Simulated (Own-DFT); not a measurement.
Simulation results for Hf36O71 (tetragonal hafnia with one neutral oxygen vacancy, atoms displaced)

A calculation, not a measurement: plane-wave PBE and HSE06 DFT by an unreviewed code, no spin, of a simulated cell at Gamma alone, so results move with cell size and shape, stress positive in tension, energies less offsets, not probed for a lower state with spin; hafnium file: forces about 75 meV/angstrom off all-electron values; oxygen file: force components 24 meV/angstrom off all-electron in a glass; k mesh not checked against a denser one; forces and stress are PBE's, HSE06 gives the energy alone, and its difference from PBE has offsets of its own; offsets are fitted by least squares, one for each functional and potential file, so energies compare only between cells with the same atoms and settings and are not formation energies; the far tail of each file's local potential was reset to the Coulomb form; each entry is a single point on an unrelaxed cell, so the pressure reflects the starting lattice, taken from the Materials Project, from which strain is counted, and rises with the displacements; printed positions are rounded, which can move forces by about a meV/angstrom; the program is a retired in-house code; no spin-orbit coupling. Program: Own-DFT development build.

Common to all runs: first functional PBE; second functional HSE06; exact exchange share 0.25; screening 0.11 1/bohr; exchange divergence Gygi-Baldereschi; potential files PseudoDojo norm-conserving, scalar-relativistic, made for PBE, standard set; wave cutoff 48 hartree; occupations fixed; k mesh 1 x 1 x 1 centred on Gamma.

(1) Hf36O71 (tetragonal hafnia with one neutral oxygen vacancy, atoms displaced)

```cif
# cell vector a (Å): 10.7800 0.0000 0.0000
# cell vector b (Å): 0.0000 10.7800 0.0000
# cell vector c (Å): 0.0000 0.0000 10.4493
data_Hf36O71
_symmetry_space_group_name_H-M 'P 1'
_symmetry_Int_Tables_number 1
_cell_length_a 10.7800
_cell_length_b 10.7800
_cell_length_c 10.4493
_cell_angle_alpha 90.000
_cell_angle_beta 90.000
_cell_angle_gamma 90.000
_cell_volume 1214.30
loop_
_atom_site_label
_atom_site_type_symbol
_atom_site_fract_x
_atom_site_fract_y
_atom_site_fract_z
_atom_site_occupancy
Hf1 Hf 0.99883 0.99831 0.99665 1
Hf2 Hf 0.17102 0.17073 0.24852 1
O1 O 0.00404 0.16789 0.15121 1
O2 O 0.16670 0.00606 0.35288 1
O3 O 0.99704 0.16495 0.39936 1
O4 O 0.16902 0.99955 0.09652 1
Hf3 Hf 0.99971 0.00353 0.50428 1
Hf4 Hf 0.17220 0.16383 0.75353 1
O5 O 0.00558 0.16721 0.65578 1
O6 O 0.16792 0.00316 0.84909 1
O7 O 0.99868 0.16755 0.90426 1
Hf5 Hf 0.00220 0.33435 0.99838 1
Hf6 Hf 0.16857 0.50161 0.24469 1
O8 O 0.99381 0.49913 0.15613 1
O9 O 0.16736 0.33202 0.34855 1
O10 O 0.99847 0.49809 0.39970 1
O11 O 0.16498 0.33445 0.10167 1
Hf7 Hf 0.99571 0.33723 0.50223 1
Hf8 Hf 0.17028 0.50346 0.74845 1
O12 O 0.00347 0.49903 0.65543 1
O13 O 0.16815 0.33419 0.84625 1
O14 O 0.99337 0.49784 0.90271 1
O15 O 0.17150 0.32981 0.59645 1
Hf9 Hf 0.00019 0.66843 0.99457 1
Hf10 Hf 0.17018 0.83215 0.25082 1
O16 O 0.00187 0.83040 0.15190 1
O17 O 0.16636 0.66752 0.34448 1
O18 O 0.00047 0.83608 0.40759 1
O19 O 0.16785 0.66769 0.09684 1
Hf11 Hf 0.99788 0.66786 0.50289 1
Hf12 Hf 0.16722 0.83714 0.75022 1
O20 O 0.99674 0.83438 0.65429 1
O21 O 0.16750 0.66808 0.85192 1
O22 O 0.00439 0.83287 0.90448 1
O23 O 0.16562 0.67094 0.59617 1
Hf13 Hf 0.33395 0.99894 0.00145 1
Hf14 Hf 0.50036 0.16840 0.24681 1
O24 O 0.33403 0.16322 0.15147 1
O25 O 0.49971 0.99977 0.35053 1
O26 O 0.33963 0.16672 0.40066 1
O27 O 0.50411 0.00574 0.10090 1
Hf15 Hf 0.33315 0.00223 0.50002 1
Hf16 Hf 0.50319 0.16545 0.74905 1
O28 O 0.33527 0.16808 0.65064 1
O29 O 0.50007 0.99727 0.84953 1
O30 O 0.33062 0.16659 0.90419 1
O31 O 0.49277 0.99878 0.59900 1
Hf17 Hf 0.33342 0.33458 0.00058 1
Hf18 Hf 0.49633 0.49812 0.25139 1
O32 O 0.33286 0.50212 0.15567 1
O33 O 0.50612 0.33420 0.34531 1
O34 O 0.33424 0.50019 0.40541 1
O35 O 0.50039 0.33237 0.09811 1
Hf19 Hf 0.33635 0.33429 0.49739 1
Hf20 Hf 0.49744 0.50370 0.75039 1
O36 O 0.33321 0.50063 0.65152 1
O37 O 0.50275 0.33349 0.84557 1
O38 O 0.33368 0.49982 0.90308 1
O39 O 0.50194 0.33108 0.59566 1
Hf21 Hf 0.32936 0.66519 0.00394 1
Hf22 Hf 0.49631 0.83838 0.25428 1
O40 O 0.33394 0.83524 0.15355 1
O41 O 0.49859 0.66795 0.34015 1
O42 O 0.32956 0.83248 0.40648 1
O43 O 0.50216 0.66349 0.09606 1
Hf23 Hf 0.33342 0.66634 0.49898 1
Hf24 Hf 0.49627 0.83288 0.75103 1
O44 O 0.33196 0.83654 0.65062 1
O45 O 0.49803 0.66501 0.84498 1
O46 O 0.33110 0.83075 0.89983 1
O47 O 0.49680 0.66513 0.58980 1
Hf25 Hf 0.66532 0.00033 0.00566 1
Hf26 Hf 0.83183 0.16879 0.24728 1
O48 O 0.67093 0.16900 0.15431 1
O49 O 0.82800 0.99537 0.34636 1
O50 O 0.67097 0.16344 0.40098 1
O51 O 0.83161 0.99771 0.09805 1
Hf27 Hf 0.66813 0.00461 0.50143 1
Hf28 Hf 0.83294 0.16591 0.74586 1
O52 O 0.66944 0.16425 0.65212 1
O53 O 0.83646 0.00070 0.85002 1
O54 O 0.66501 0.16509 0.90128 1
O55 O 0.83289 0.00171 0.59107 1
Hf29 Hf 0.66432 0.33565 0.99884 1
Hf30 Hf 0.83412 0.50316 0.24991 1
O56 O 0.66970 0.49720 0.15484 1
O57 O 0.83632 0.33005 0.34725 1
O58 O 0.66840 0.50163 0.40382 1
O59 O 0.83213 0.32865 0.09898 1
Hf31 Hf 0.66636 0.33006 0.50400 1
Hf32 Hf 0.83174 0.50028 0.75153 1
O60 O 0.66295 0.49764 0.64924 1
O61 O 0.83101 0.33124 0.85291 1
O62 O 0.66599 0.49936 0.89748 1
O63 O 0.83159 0.32887 0.59594 1
Hf33 Hf 0.66548 0.66272 0.99181 1
Hf34 Hf 0.83118 0.83156 0.24640 1
O64 O 0.66801 0.83460 0.15195 1
O65 O 0.83111 0.67041 0.34869 1
O66 O 0.66388 0.83051 0.40323 1
O67 O 0.83167 0.66686 0.09555 1
Hf35 Hf 0.66475 0.66778 0.50264 1
Hf36 Hf 0.83690 0.84112 0.75541 1
O68 O 0.67187 0.83494 0.65447 1
O69 O 0.83459 0.66215 0.84831 1
O70 O 0.66768 0.83075 0.89702 1
O71 O 0.83224 0.66916 0.59909 1
```

```
PBE energy of cell above offsets : -100.944 eV
HSE06 less PBE above offsets     : -0.122 eV
PBE pressure                     : 0.9 GPa
PBE stress xx                    : -1.11 GPa
PBE stress yy                    : -0.06 GPa
PBE stress zz                    : -1.54 GPa
PBE stress yz                    : -0.04 GPa
PBE stress xz                    : 0.07 GPa
PBE stress xy                    : -0.04 GPa
```

Force:
```csv
element,x (eV/Å),y (eV/Å),z (eV/Å)
Hf,0.133,1.172,1.472
Hf,-1.45,-0.618,0.596
O,-0.222,-0.26,0.05
O,0.392,-0.762,-0.23
O,-0.042,0.384,1.018
O,-0.242,-0.24,-0.178
Hf,1.152,0.028,-1.244
Hf,-0.204,1.177,-0.865
O,-0.658,-0.526,-0.138
O,-0.063,-1.023,-0.248
O,0.159,-0.25,-0.202
Hf,-1.104,-0.761,0.604
Hf,-1.662,-0.563,1.267
O,1.781,0.182,-0.851
O,0.386,0.727,-0.307
O,0.062,0.721,0.802
O,0.996,0.404,-0.544
Hf,1.324,-0.991,-1.022
Hf,-0.376,-0.704,0.175
O,-0.668,-0.112,-0.323
O,0.008,0.514,0.381
O,0.466,0.505,-0.001
O,-0.468,0.501,-0.234
Hf,-0.685,-0.697,1.104
Hf,-1.281,1.12,0.601
O,0.128,0.065,0.069
O,0.133,-0.511,0.015
O,0.333,-0.305,0.044
O,-0.452,-0.366,0.336
Hf,-0.38,0.293,-0.831
Hf,0.1,-0.201,-0.42
O,0.85,0.396,0.34
O,-0.199,-0.539,-0.49
O,-0.319,0.223,-0.746
O,0.183,-0.289,0.409
Hf,-0.027,0.088,-0.079
Hf,0.325,-0.459,0.626
O,0.346,0.369,-0.265
O,-0.094,0.5,-0.207
O,0.119,0.461,-0.069
O,-0.939,-0.212,0.044
Hf,-1.032,0.01,0.075
Hf,-0.456,-0.16,0.295
O,-0.011,-0.495,0.362
O,-0.225,0.259,-0.04
O,0.349,0.14,0.041
O,1.58,0.191,0.231
Hf,-0.373,-0.517,-0.354
Hf,1.83,0.976,-0.045
O,0.064,-0.232,-0.784
O,-0.305,-0.331,0.214
O,0.125,-0.006,-0.682
O,-0.653,0.028,-0.109
Hf,-0.95,-0.775,0.439
Hf,0.472,-0.948,-0.478
O,0.168,0.154,0.094
O,-0.337,0.053,0.067
O,0.054,0.027,0.17
O,-0.339,-0.225,0.267
Hf,1.167,0.355,-0.554
Hf,1.667,-0.789,-0.162
O,0.2,-0.023,-0.381
O,-0.426,-0.196,0.487
O,0.213,0.352,-0.634
O,-0.519,-0.048,-0.688
Hf,-0.655,0.247,-0.261
Hf,0.916,0.579,-0.441
O,-0.261,-0.032,0.388
O,0.114,0.39,-0.023
O,0.195,0.289,0.454
O,0.21,0.233,1.095
Hf,0.499,-0.538,-0.642
Hf,1.617,-0.411,0.699
O,-1.438,-0.193,-0.649
O,-0.037,0.435,-0.213
O,-0.454,0.806,0.319
O,0.658,0.13,-0.47
Hf,-0.529,-1.693,-0.958
Hf,1.057,0.625,1.164
O,-0.741,-0.083,-0.34
O,0.159,0.517,-0.177
O,-0.14,-0.052,0.169
O,0.199,0.324,1.444
Hf,1.257,-0.546,0.281
Hf,-0.74,-0.414,0.829
O,-0.95,-0.139,-0.586
O,-0.237,0.858,0.219
O,-0.135,-0.423,0.326
O,0.222,0.168,-0.589
Hf,0.03,1.014,-1.618
Hf,0.101,-0.281,-0.133
O,0.41,0.114,0.669
O,-0.13,0.097,-1.142
O,-0.079,-0.087,0.016
O,0.26,0.106,0.898
Hf,0.271,0.897,1.398
Hf,0.224,0.414,0.566
O,-1.172,0.172,-0.151
O,0.4,-0.521,-0.031
O,-0.398,0.605,0.33
O,0.118,0.011,-0.38
Hf,0.946,0.034,-0.859
Hf,-1.309,-1.736,-0.79
O,-0.971,0.068,0.165
O,0.171,1.068,-0.144
O,-0.011,0.387,0.795
O,0.248,-0.678,0.077
```

(2) Hf36O71 (tetragonal hafnia with one neutral oxygen vacancy, atoms displaced)

```cif
# cell vector a (Å): 10.7800 0.0000 0.0000
# cell vector b (Å): 0.0000 10.7800 0.0000
# cell vector c (Å): 0.0000 0.0000 10.4493
data_Hf36O71
_symmetry_space_group_name_H-M 'P 1'
_symmetry_Int_Tables_number 1
_cell_length_a 10.7800
_cell_length_b 10.7800
_cell_length_c 10.4493
_cell_angle_alpha 90.000
_cell_angle_beta 90.000
_cell_angle_gamma 90.000
_cell_volume 1214.30
loop_
_atom_site_label
_atom_site_type_symbol
_atom_site_fract_x
_atom_site_fract_y
_atom_site_fract_z
_atom_site_occupancy
Hf1 Hf 0.00063 0.99874 0.99842 1
Hf2 Hf 0.16422 0.16289 0.25233 1
O1 O 0.00293 0.17029 0.14738 1
O2 O 0.16218 0.00237 0.34567 1
O3 O 0.00404 0.16689 0.39720 1
O4 O 0.16418 0.00391 0.09142 1
Hf3 Hf 0.99939 0.99982 0.50457 1
Hf4 Hf 0.16339 0.16771 0.74847 1
O5 O 0.99769 0.16522 0.65659 1
O6 O 0.16462 0.99775 0.84580 1
O7 O 0.99788 0.17250 0.89767 1
O8 O 0.16208 0.99988 0.59017 1
Hf5 Hf 0.00121 0.33477 0.00238 1
Hf6 Hf 0.16552 0.50190 0.25475 1
O9 O 0.00236 0.50010 0.15234 1
O10 O 0.16364 0.33594 0.34839 1
O11 O 0.00260 0.49895 0.39873 1
O12 O 0.16485 0.33614 0.09448 1
Hf7 Hf 0.99994 0.33089 0.50001 1
Hf8 Hf 0.16675 0.49988 0.75158 1
O13 O 0.00020 0.49930 0.65131 1
O14 O 0.16205 0.33039 0.84586 1
O15 O 0.99779 0.49955 0.90113 1
O16 O 0.16786 0.33147 0.60144 1
Hf9 Hf 0.00159 0.66856 0.00201 1
Hf10 Hf 0.16905 0.83238 0.24645 1
O17 O 0.00082 0.83184 0.15061 1
O18 O 0.16581 0.66636 0.34790 1
O19 O 0.99909 0.83161 0.40549 1
O20 O 0.16623 0.66885 0.09775 1
Hf11 Hf 0.99952 0.66999 0.49931 1
Hf12 Hf 0.16837 0.82828 0.75089 1
O21 O 0.99665 0.83177 0.65516 1
O22 O 0.00274 0.83365 0.90503 1
O23 O 0.16440 0.66928 0.59779 1
Hf13 Hf 0.33287 0.99985 0.99834 1
Hf14 Hf 0.50187 0.16496 0.24539 1
O24 O 0.33296 0.16560 0.15346 1
O25 O 0.50467 0.99721 0.34620 1
O26 O 0.33455 0.16613 0.40079 1
O27 O 0.50312 0.00219 0.09194 1
Hf15 Hf 0.33220 0.00091 0.50285 1
Hf16 Hf 0.50167 0.17143 0.74863 1
O28 O 0.33201 0.16845 0.65184 1
O29 O 0.50180 0.99961 0.84346 1
O30 O 0.33234 0.16788 0.90344 1
O31 O 0.49829 0.00271 0.60384 1
Hf17 Hf 0.33417 0.33463 0.99651 1
Hf18 Hf 0.49968 0.49967 0.25337 1
O32 O 0.33399 0.49790 0.15506 1
O33 O 0.49966 0.33190 0.34691 1
O34 O 0.33384 0.49927 0.40381 1
O35 O 0.50098 0.33286 0.09757 1
Hf19 Hf 0.33271 0.33248 0.49698 1
Hf20 Hf 0.50013 0.49731 0.74768 1
O36 O 0.33126 0.49905 0.65787 1
O37 O 0.49684 0.33442 0.84765 1
O38 O 0.33185 0.49894 0.90546 1
O39 O 0.49773 0.33195 0.59835 1
Hf21 Hf 0.33394 0.66789 0.00279 1
Hf22 Hf 0.49836 0.83024 0.25009 1
O40 O 0.33664 0.83133 0.15667 1
O41 O 0.50083 0.66776 0.34437 1
O42 O 0.32843 0.83462 0.39979 1
O43 O 0.49332 0.66702 0.09911 1
Hf23 Hf 0.33833 0.66866 0.50272 1
Hf24 Hf 0.50491 0.83306 0.75441 1
O44 O 0.33158 0.83359 0.64613 1
O45 O 0.49738 0.66391 0.84786 1
O46 O 0.33052 0.82870 0.90104 1
O47 O 0.50177 0.66809 0.59313 1
Hf25 Hf 0.66807 0.99623 0.99781 1
Hf26 Hf 0.83236 0.17314 0.25220 1
O48 O 0.66418 0.16714 0.15197 1
O49 O 0.83095 0.99901 0.34451 1
O50 O 0.66709 0.16394 0.40115 1
O51 O 0.83558 0.00301 0.09743 1
Hf27 Hf 0.67623 0.99582 0.50493 1
Hf28 Hf 0.83581 0.16774 0.74892 1
O52 O 0.67054 0.16583 0.64990 1
O53 O 0.82840 0.00388 0.84703 1
O54 O 0.66552 0.16769 0.90282 1
O55 O 0.83611 0.00120 0.59983 1
Hf29 Hf 0.66384 0.33356 0.99854 1
Hf30 Hf 0.83199 0.50147 0.25128 1
O56 O 0.66432 0.50125 0.15664 1
O57 O 0.83246 0.33189 0.34865 1
O58 O 0.66621 0.50096 0.40565 1
O59 O 0.83213 0.33537 0.09618 1
Hf31 Hf 0.66619 0.33348 0.50021 1
Hf32 Hf 0.82962 0.49860 0.74837 1
O60 O 0.67007 0.49983 0.65011 1
O61 O 0.83884 0.33347 0.84314 1
O62 O 0.66617 0.49464 0.90288 1
O63 O 0.83239 0.33095 0.59844 1
Hf33 Hf 0.66880 0.66705 0.00169 1
Hf34 Hf 0.83529 0.83236 0.25141 1
O64 O 0.67334 0.84071 0.15193 1
O65 O 0.82998 0.66603 0.35008 1
O66 O 0.66849 0.82998 0.40051 1
O67 O 0.82961 0.66555 0.09681 1
Hf35 Hf 0.66602 0.67118 0.49592 1
Hf36 Hf 0.83062 0.83740 0.74665 1
O68 O 0.66357 0.82995 0.65434 1
O69 O 0.83445 0.67165 0.84929 1
O70 O 0.66920 0.83184 0.90272 1
O71 O 0.82706 0.66058 0.59980 1
```

```
PBE energy of cell above offsets : -101.041 eV
HSE06 less PBE above offsets     : -0.143 eV
PBE pressure                     : 0.97 GPa
PBE stress xx                    : -0.87 GPa
PBE stress yy                    : -0.31 GPa
PBE stress zz                    : -1.73 GPa
PBE stress yz                    : 0.25 GPa
PBE stress xz                    : -0.48 GPa
PBE stress xy                    : 0.02 GPa
```

Force:
```csv
element,x (eV/Å),y (eV/Å),z (eV/Å)
Hf,-0.528,1.265,-0.237
Hf,0.253,1.189,-0.805
O,-0.659,-0.049,0.688
O,0.132,-1.204,-0.171
O,-0.601,-0.209,0.865
O,0.83,-0.57,0.694
Hf,0.449,0.077,-1.544
Hf,0.519,0.089,0.619
O,0.451,-0.133,-1.472
O,0.26,0.177,-0.461
O,0.095,-1.418,0.465
O,0.666,0.152,0.766
Hf,-0.069,-0.212,-0.499
Hf,0.092,-0.77,-0.761
O,-0.739,0.375,0.212
O,0.353,-0.646,0.178
O,-0.476,0.249,0.627
O,0.955,0.045,0.103
Hf,0.486,0.909,0.084
Hf,-0.997,0.094,0.317
O,-0.043,-0.061,0.062
O,0.497,0.667,0.038
O,0.629,0.929,0.314
O,-0.437,-0.126,-0.743
Hf,-0.582,-0.757,-0.688
Hf,-0.23,0.065,0.805
O,-0.097,-0.011,0.396
O,-0.061,0.632,-0.017
O,-0.148,0.676,-0.266
O,0.438,0.187,-0.323
Hf,-0.277,-1.361,0.666
Hf,-0.148,-0.402,0.098
O,0.289,0.105,-0.198
O,0.206,-0.245,-0.381
O,0.509,-0.046,0.284
Hf,0.112,0.785,-0.144
Hf,-0.41,-0.267,0.658
O,-0.102,-0.249,-0.127
O,-0.374,-0.115,-0.116
O,-0.209,-0.097,0.336
O,-0.885,-0.314,0.107
Hf,0.81,0.079,-0.287
Hf,-0.095,-1.111,-0.368
O,0.057,-0.29,0.172
O,-0.163,-0.053,0.535
O,0.191,-0.607,-0.227
O,0.641,-0.26,-0.974
Hf,-0.651,-0.331,1.26
Hf,-0.464,-0.604,-0.467
O,-0.129,0.159,0.155
O,0.165,0.094,0.168
O,0.183,0.533,0.367
O,-0.3,0.075,-0.197
Hf,-0.351,-0.532,0.15
Hf,0.199,0.413,0.162
O,0.534,0.319,-0.509
O,0.067,0.171,-0.029
O,-0.451,0.716,-0.339
O,0.474,0.181,0.053
Hf,-0.421,-0.948,-0.473
Hf,1.047,1.145,0.03
O,-0.869,0.482,-0.965
O,-0.186,-0.119,0.698
O,0.295,-0.189,0.212
O,1.893,0.298,-0.056
Hf,-1.264,0.236,-0.363
Hf,-1.491,0.151,-0.457
O,0.458,-0.104,0.86
O,0.372,0.105,-0.199
O,-0.271,0.599,0.015
O,-0.133,-0.231,0.548
Hf,0.594,1.07,0.561
Hf,-0.029,-1.344,-1.253
O,0.968,0.139,0.035
O,0.16,0.22,0.721
O,0.283,0.161,0.54
O,0.048,-0.102,-0.351
Hf,-2.343,1.15,-1.365
Hf,-0.521,0.889,1.064
O,-0.649,-0.007,0.138
O,0.213,-0.963,-0.146
O,-0.266,0.144,-0.198
O,-0.187,-0.479,0.25
Hf,0.521,-0.838,0.588
Hf,0.483,-0.296,-0.375
O,0.187,0.193,-0.246
O,-0.018,0.908,0.282
O,-0.076,-0.201,-0.318
O,-0.323,0.009,0.366
Hf,-0.039,-0.459,-0.137
Hf,1.345,0.634,0.414
O,-1.549,-0.515,0.324
O,-0.641,0.056,0.165
O,0.084,1.297,-0.192
O,0.242,0.071,-0.53
Hf,-0.446,-0.627,-0.311
Hf,-0.029,0.508,-0.343
O,-1.176,-0.638,-0.075
O,0.36,0.038,-0.287
O,0.145,0.945,0.274
O,0.573,-0.12,0.527
Hf,0.594,-1.317,0.531
Hf,0.537,-1.043,1.243
O,0.746,0.563,-0.699
O,-0.41,-0.438,-0.256
O,-0.564,-0.172,-0.329
O,0.885,0.778,-0.516
```
